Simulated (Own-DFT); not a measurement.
Hf31SiO64 (monoclinic hafnia with substituted atoms, atoms displaced) (calculated)

A calculation, not a measurement: plane-wave PBE and HSE06 DFT by an unreviewed code, no spin, of a simulated cell at Gamma alone, so results move with cell size and shape, stress positive in tension, energies less offsets, not probed for a lower state with spin; hafnium file: forces about 75 meV/angstrom off all-electron values; oxygen file: force components 24 meV/angstrom off all-electron in a glass; k mesh not checked against a denser one; forces and stress are PBE's, HSE06 gives the energy alone, and its difference from PBE has offsets of its own; offsets are fitted by least squares, one for each functional and potential file, so energies compare only between cells with the same atoms and settings and are not formation energies; the far tail of each file's local potential was reset to the Coulomb form; each entry is a single point on an unrelaxed cell, so the pressure reflects the starting lattice, mostly measured values, from which strain is counted, and rises with the displacements; printed positions are rounded, which can move forces by about a meV/angstrom; the program is a retired in-house code; no spin-orbit coupling. Program: Own-DFT development build.

```json
{"formula": "Hf31SiO64", "kind": "monoclinic hafnia with substituted atoms, atoms displaced", "structure": {"cell_angstrom": [[10.234, 0.0, 0.0], [0.0, 10.35, 0.0], [-1.6955, 0.0, 10.4453]], "atoms_fractional": [["Hf", 0.13984, 0.02232, 0.10347], ["Hf", 0.36401, 0.26531, 0.14446], ["Hf", 0.3621, 0.47514, 0.4002], ["Hf", 0.13835, 0.23029, 0.35519], ["O", 0.03336, 0.16834, 0.16558], ["O", 0.45861, 0.41795, 0.07647], ["O", 0.4684, 0.33919, 0.33011], ["O", 0.04042, 0.08403, 0.42176], ["O", 0.22361, 0.37972, 0.24359], ["O", 0.27393, 0.13022, 0.00637], ["O", 0.27671, 0.11427, 0.26732], ["O", 0.22337, 0.37401, 0.50225], ["Hf", 0.13535, 0.01567, 0.6006], ["Hf", 0.35938, 0.27111, 0.64452], ["Hf", 0.36101, 0.48031, 0.89184], ["Hf", 0.1322, 0.22287, 0.85759], ["O", 0.04565, 0.16862, 0.68068], ["O", 0.46094, 0.41799, 0.58187], ["O", 0.46288, 0.33557, 0.8263], ["O", 0.04346, 0.07572, 0.91282], ["O", 0.22697, 0.37631, 0.74399], ["O", 0.27487, 0.11555, 0.5101], ["O", 0.27797, 0.12654, 0.7598], ["O", 0.2257, 0.37307, 0.98525], ["Hf", 0.13967, 0.52319, 0.09803], ["Hf", 0.36456, 0.76778, 0.14017], ["Hf", 0.36271, 0.97355, 0.39755], ["Hf", 0.14263, 0.7314, 0.35493], ["O", 0.03665, 0.65565, 0.17151], ["O", 0.46581, 0.91836, 0.07691], ["O", 0.46489, 0.84157, 0.32748], ["O", 0.04129, 0.5853, 0.42572], ["O", 0.22377, 0.88266, 0.23843], ["O", 0.27046, 0.62572, 0.00731], ["O", 0.2749, 0.62413, 0.24979], ["O", 0.21977, 0.86659, 0.48383], ["Hf", 0.13636, 0.51973, 0.59823], ["Hf", 0.36606, 0.77235, 0.64799], ["Hf", 0.35612, 0.9699, 0.89869], ["Hf", 0.1383, 0.74197, 0.86281], ["O", 0.03164, 0.66716, 0.68255], ["O", 0.46254, 0.91769, 0.5692], ["O", 0.46618, 0.83163, 0.82301], ["O", 0.03367, 0.5883, 0.91843], ["O", 0.23158, 0.87815, 0.73657], ["O", 0.27787, 0.63138, 0.51697], ["O", 0.27697, 0.62834, 0.76279], ["O", 0.22509, 0.88292, 0.99756], ["Hf", 0.63323, 0.02749, 0.1041], ["Hf", 0.854, 0.26796, 0.14541], ["Hf", 0.86058, 0.48215, 0.40006], ["Hf", 0.63578, 0.23152, 0.35434], ["O", 0.53537, 0.16181, 0.17563], ["O", 0.97441, 0.41289, 0.07552], ["O", 0.95373, 0.33417, 0.32283], ["O", 0.53979, 0.0844, 0.42346], ["O", 0.71638, 0.39099, 0.23852], ["O", 0.77229, 0.1335, 0.00932], ["O", 0.7796, 0.11614, 0.25767], ["O", 0.72464, 0.36723, 0.48727], ["Hf", 0.64487, 0.0165, 0.61377], ["Hf", 0.86279, 0.27728, 0.64666], ["Hf", 0.85505, 0.48427, 0.89637], ["Hf", 0.63086, 0.22689, 0.8528], ["O", 0.54387, 0.1626, 0.68339], ["O", 0.95946, 0.41258, 0.57093], ["O", 0.9632, 0.32835, 0.82619], ["O", 0.54193, 0.08384, 0.92838], ["O", 0.72208, 0.38355, 0.73679], ["O", 0.78603, 0.13595, 0.50777], ["O", 0.78197, 0.12985, 0.76035], ["O", 0.72974, 0.3649, 0.98601], ["Hf", 0.64003, 0.51908, 0.10306], ["Si", 0.8586, 0.76665, 0.14659], ["Hf", 0.86813, 0.98229, 0.39594], ["Hf", 0.64264, 0.73026, 0.35834], ["O", 0.5444, 0.65897, 0.17447], ["O", 0.97616, 0.92039, 0.09082], ["O", 0.95792, 0.83316, 0.32192], ["O", 0.53045, 0.58113, 0.42729], ["O", 0.73616, 0.88266, 0.23756], ["O", 0.77144, 0.63186, 0.00461], ["O", 0.78341, 0.61003, 0.27042], ["O", 0.71944, 0.87808, 0.49776], ["Hf", 0.6385, 0.51621, 0.60781], ["Hf", 0.86192, 0.76819, 0.64318], ["Hf", 0.85673, 0.98346, 0.89107], ["Hf", 0.63632, 0.728, 0.85179], ["O", 0.53741, 0.66243, 0.68004], ["O", 0.95601, 0.91835, 0.57608], ["O", 0.95861, 0.83014, 0.81964], ["O", 0.53498, 0.58998, 0.92242], ["O", 0.72022, 0.87781, 0.74263], ["O", 0.77553, 0.62598, 0.5126], ["O", 0.77475, 0.61529, 0.76185], ["O", 0.72842, 0.87203, 0.98576]]}, "settings": {"first_functional": "PBE", "second_functional": "HSE06", "exact_exchange_share": 0.25, "screening [1/bohr]": 0.11, "exchange_divergence": "Gygi-Baldereschi", "potential_files": "PseudoDojo norm-conserving, scalar-relativistic, made for PBE, standard set", "wave_cutoff [hartree]": 48.0, "occupations": "fixed", "k_mesh": "1 x 1 x 1 centred on Gamma"}, "results": {"PBE_energy_of_cell_above_offsets [eV]": "-86.271", "HSE06_less_PBE_above_offsets [eV]": "0.398", "PBE_pressure [GPa]": 4.04, "PBE_stress_xx [GPa]": -3.22, "PBE_stress_yy [GPa]": -3.9, "PBE_stress_zz [GPa]": -5.0, "PBE_stress_yz [GPa]": 0.69, "PBE_stress_xz [GPa]": -0.13, "PBE_stress_xy [GPa]": -0.3, "force_element": ["Hf", "Hf", "Hf", "Hf", "O", "O", "O", "O", "O", "O", "O", "O", "Hf", "Hf", "Hf", "Hf", "O", "O", "O", "O", "O", "O", "O", "O", "Hf", "Hf", "Hf", "Hf", "O", "O", "O", "O", "O", "O", "O", "O", "Hf", "Hf", "Hf", "Hf", "O", "O", "O", "O", "O", "O", "O", "O", "Hf", "Hf", "Hf", "Hf", "O", "O", "O", "O", "O", "O", "O", "O", "Hf", "Hf", "Hf", "Hf", "O", "O", "O", "O", "O", "O", "O", "O", "Hf", "Si", "Hf", "Hf", "O", "O", "O", "O", "O", "O", "O", "O", "Hf", "Hf", "Hf", "Hf", "O", "O", "O", "O", "O", "O", "O", "O"], "force_x [eV/angstrom]": [-0.887, -1.12, -0.095, -0.407, 0.11, 0.939, -0.215, -0.718, 0.38, 0.951, -0.066, 0.049, 0.273, -0.535, -0.849, 1.775, -0.993, 0.521, 0.729, -2.022, -0.063, 0.156, 0.519, -0.074, -0.745, -0.124, -0.25, -0.809, -2.872, -0.316, 1.865, -0.634, 0.472, 1.31, 0.404, -0.082, -0.303, -0.089, 1.882, -1.127, 0.674, 0.606, -0.387, -0.211, -1.122, 0.192, -0.28, 0.301, 2.239, 2.016, 0.616, 0.835, -0.885, -1.498, 1.146, -0.09, 0.118, 0.439, -0.611, -0.683, -0.459, 0.234, 2.611, 0.991, -1.385, 1.687, -0.813, -1.79, 0.07, -0.588, -0.187, -0.72, -0.526, 2.138, -1.09, -0.76, -1.235, -2.775, 0.947, 0.866, -0.455, 0.837, -0.281, 0.346, -0.514, 0.138, 1.007, 0.747, -0.256, 1.224, -0.103, -0.567, 0.355, -0.329, -0.071, 0.349], "force_y [eV/angstrom]": [0.522, 1.494, 1.123, 0.235, 0.479, -0.173, -0.695, -0.391, -0.514, -0.074, 1.623, -1.245, 1.466, -1.22, -0.169, 2.456, -0.652, -0.147, -0.261, -1.991, 0.896, 1.882, -1.516, -0.385, -1.815, -0.214, 1.643, -0.539, 2.803, -0.836, -2.396, -0.154, -1.168, 2.013, -0.002, 0.506, 0.906, -0.965, 3.011, -2.83, -0.496, -0.57, 1.069, 0.117, 0.397, -0.47, -0.219, -2.07, -1.835, 1.211, -1.589, -0.855, 1.237, -0.344, -0.494, 0.241, -2.172, -1.04, 1.141, 0.986, 1.474, -1.571, -1.574, 0.891, 0.039, 1.096, 1.239, -0.812, -0.761, -0.775, -1.48, 1.216, -0.069, 1.61, 0.248, -0.207, 1.725, -2.169, -1.654, 1.173, -2.157, 0.973, 3.479, -1.282, 0.62, -0.288, -0.465, 0.298, 0.021, 0.184, 1.355, -0.963, 0.317, 0.523, 1.117, -0.319], "force_z [eV/angstrom]": [1.474, -0.064, -0.71, -1.213, 0.776, 0.246, -0.385, -0.075, 0.234, 0.945, -0.983, -1.753, 1.128, 1.49, -0.089, -0.687, -2.191, -0.176, -0.018, 0.994, -1.004, 0.527, 0.526, 0.576, 0.137, 1.885, -0.601, -1.64, 0.335, -0.105, -1.203, -0.217, -0.041, -0.051, 1.483, 0.97, 2.622, -0.705, -1.377, -1.875, -1.23, 1.858, 1.007, 0.222, 0.713, -0.914, 0.064, -1.213, 0.039, -0.082, -0.755, 0.937, 0.139, -0.316, 0.667, 0.294, 0.084, -0.197, -0.021, 0.424, -2.172, 0.154, 0.464, 0.576, -1.631, 0.734, 0.381, -0.63, 0.393, 0.427, 0.422, 0.496, -0.312, 1.488, -0.617, -0.433, 0.633, -1.144, -0.71, -0.457, -0.977, 2.412, -2.332, -1.456, -0.573, 0.932, 1.333, 0.813, -1.122, 0.17, 1.318, 0.373, -0.159, -0.045, -0.626, 0.965]}}
```
